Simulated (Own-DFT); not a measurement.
# Strain and stress in C40 NbSi2, 36 atoms (Nb12Si24)

All numbers below are calculated, not measured. They come from Own-DFT, an in-house plane-wave density functional program, since retired, whose code no person has reviewed. Each row is one single-point run on a periodic cell that was not relaxed, without spin or spin-orbit coupling.

Settings of every run: PBE; PseudoDojo norm-conserving scalar-relativistic files; cutoff 42 hartree; 4 x 4 x 5 k mesh centred on Gamma; cold (Marzari-Vanderbilt) smearing of 0.2 eV.

Known limits: forces on such cells failed a check on a denser k mesh; stress not checked against mesh or cutoff.

Unstrained cell vectors in Å: (0.000, 8.324, 0.000); (-9.613, 0.000, 0.000); (0.000, 0.000, 6.586). The unstrained cell was taken from the Materials Project. The random moves and any unrelaxed bonds add to the pressure at no strain. Each run strains this cell uniformly, with the atoms carried along. Every atom was also moved at random, by a Gaussian of width 0.05 Å on each axis. Strain is the symmetric tensor, in per cent. Stress is positive in tension, and the pressure is minus a third of its trace.

| run | e_xx (%) | e_yy (%) | e_zz (%) | e_yz (%) | e_xz (%) | e_xy (%) | s_xx (GPa) | s_yy (GPa) | s_zz (GPa) | s_yz (GPa) | s_xz (GPa) | s_xy (GPa) | P (GPa) | E (meV/atom) |
|---|---|---|---|---|---|---|---|---|---|---|---|---|---|---|
| 1 | 1.51 | 1.92 | 0.94 | 1.73 | -1.97 | -1.68 | 4.06 | 5.33 | 2.35 | 4.05 | -5.50 | -4.43 | -3.91 | 31.5 |
| 2 | -1.61 | 0.52 | -0.91 | 1.26 | -1.79 | 0.74 | -9.20 | -1.99 | -10.51 | 3.69 | -6.49 | 2.26 | 7.23 | 37.9 |
| 3 | 0.21 | -0.32 | 1.99 | -0.01 | 1.64 | -1.65 | -0.53 | -1.60 | 4.46 | 0.49 | 4.64 | -4.58 | -0.78 | 14.1 |
| 4 | 0.67 | 1.17 | -1.49 | 1.62 | -0.10 | 1.50 | -0.07 | 1.03 | -9.39 | 5.17 | -0.16 | 4.30 | 2.81 | 14.9 |
| 5 | 0.37 | -0.44 | 0.00 | 0.85 | -0.91 | -0.60 | -0.97 | -2.92 | -3.85 | 2.24 | -2.51 | -1.71 | 2.58 | 0.0 |
| 6 | 0.19 | 1.26 | 0.21 | 1.24 | -1.29 | -1.93 | -1.10 | 2.39 | -2.06 | 3.42 | -3.77 | -5.76 | 0.26 | 15.9 |
| 7 | -0.30 | -1.67 | 1.44 | 1.82 | 1.95 | 1.13 | -3.99 | -7.66 | 0.51 | 5.53 | 5.80 | 3.38 | 3.71 | 27.5 |
| 8 | -1.35 | 0.03 | 1.17 | 0.21 | -0.63 | -1.01 | -6.55 | -1.74 | 0.35 | 0.59 | -1.67 | -3.06 | 2.65 | 6.7 |
| 9 | -1.47 | -1.80 | 0.37 | -0.37 | -1.09 | -1.82 | -9.77 | -10.49 | -4.55 | -1.50 | -4.04 | -6.23 | 8.27 | 31.1 |
| 10 | 0.90 | -0.83 | 0.96 | -1.69 | -0.89 | 1.61 | 0.70 | -3.89 | 0.52 | -5.34 | -2.50 | 4.74 | 0.89 | 12.2 |
| 11 | 1.90 | 0.86 | -1.17 | -1.60 | 0.49 | -0.23 | 5.10 | 0.62 | -7.00 | -5.35 | 1.62 | -0.42 | 0.43 | 5.7 |
| 12 | 0.11 | 0.92 | -1.94 | 0.63 | 1.27 | 0.67 | -2.50 | 0.15 | -11.74 | 1.77 | 3.87 | 1.94 | 4.70 | 3.2 |
| 13 | 1.24 | 1.19 | 0.48 | 1.52 | 0.20 | 1.58 | 3.27 | 2.56 | 0.11 | 5.23 | 0.45 | 4.15 | -1.98 | 11.6 |
| 14 | -0.95 | -0.49 | -1.44 | -1.89 | -0.75 | -0.38 | -7.80 | -5.74 | -12.04 | -6.52 | -3.09 | -1.24 | 8.52 | 21.1 |
| 15 | 0.68 | 1.77 | 1.02 | -1.97 | -0.40 | -0.56 | 1.87 | 4.75 | 2.25 | -5.96 | -0.82 | -1.16 | -2.96 | 15.7 |
| 16 | 2.00 | -1.37 | 1.29 | 0.18 | -1.83 | -1.07 | ? | ? | ? | ? | ? | ? | ? | ? |

E is the free energy for each atom above the lowest run shown.

## Worked fit

Each stress component was fitted by least squares to a constant and the strains of the runs shown, as fractions, with shears doubled. Shear strains stay in the fit of a normal stress only where such slopes are resolved. The slopes, in GPa:

```
stress,at no strain,per e_xx,per e_yy,per e_zz,scatter
s_xx,-2.6,390 ± 14,61 ± 13,56 ± 11,0.46
s_yy,-2.4,54 ± 16,357 ± 16,68 ± 13,0.55
s_zz,-4.2,102 ± 14,58 ± 13,446 ± 11,0.47
```

Each shear stress against twice its own strain: yz 152 ± 4, xz 152 ± 5, xy 146 ± 4 GPa. These are stiffnesses along x, y and z of the frame in which the cell vectors are given, which need not be the crystal's axes. The atoms are held to the strained lattice; where symmetry lets them move under strain, relaxing them would lower some slopes. The table should be nearly symmetric about its diagonal, and what it lacks of that shows the noise. A ninth of its sum, 177 ± 5 GPa, estimates the bulk modulus near the mean pressure of these runs, 2.2 GPa, so it lies above the value at zero pressure.

## Withheld run

Question: what normal stresses and pressure should run 16 give?

The fit gives s_xx = 5.1, s_yy = -5.3, s_zz = 2.9 and P = -0.9 GPa. The calculation gave 4.38, -4.18, 2.30 and P = -0.83 GPa.
